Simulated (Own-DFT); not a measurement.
# A change of arrangement and its cost: In48P48, 96 atoms

These are calculations, not measurements. They come from Own-DFT, an in-house plane-wave density functional program, since retired, whose code no person has reviewed. Each row is one single-point run on a periodic cell that was not relaxed, without spin or spin-orbit coupling.

Settings of every run: PBE; PseudoDojo norm-conserving scalar-relativistic files; cutoff 36 hartree; 2 x 3 x 3 k mesh centred on Gamma; Fermi-Dirac smearing of 0.1 eV.

Known limits, some of them of some rows only: not probed for a lower state with spin; forces on such cells failed a check on a denser k mesh; forces not confirmed at this smearing and k mesh; stress not checked against mesh or cutoff.

All cells hold the same atoms in the same cell, with vectors in Å (17.606, 0.000, 0.000); (0.000, 11.737, 0.000); (0.000, 0.000, 11.737). Every atom was moved at random from its ideal site; u is the rms move along one axis. The defect's site can differ from row to row. E is the free energy of the cell above the lowest run. The arrangements:

- A: zincblende InP
- B: zincblende InP, with one In on a P site and one P on an In site, 2.5 Å apart

| arrangement | u (Å) | E (eV) | P (GPa) |
|---|---|---|---|
| A | 0.0193 | 0.000 | 3.19 |
| A | 0.0199 | 0.023 | 3.20 |
| A | 0.0205 | 0.003 | 3.19 |
| A | 0.0450 | 2.479 | 3.52 |
| A | 0.0502 | 3.095 | 3.60 |
| A | 0.0517 | 2.908 | 3.56 |
| B | 0.0298 | 5.009 | 3.56 |
| B | 0.0299 | 4.922 | 3.55 |
| B | 0.0303 | 4.960 | 3.55 |
| B | 0.0469 | 6.374 | 3.71 |
| B | 0.0511 | 7.913 | 3.92 |
| B | 0.0517 | 7.834 | 3.94 |

Question: once the cost of the random moves is taken out, how do the arrangements rank?

## Worked answer

Fit E = a + b u², with one b for all and one a for each arrangement, and with residuals divided by u², since the noise grows with the moves. Then b = 1438 eV/Å², the scatter at u = 0.04 Å is 0.20 eV, and against A:

- B: 4.24 ± 0.08 eV (higher)

These are energies of unrelaxed cells. Relaxing the atoms lowers the strained arrangements most, so the gaps would shrink and small ones could change sign.
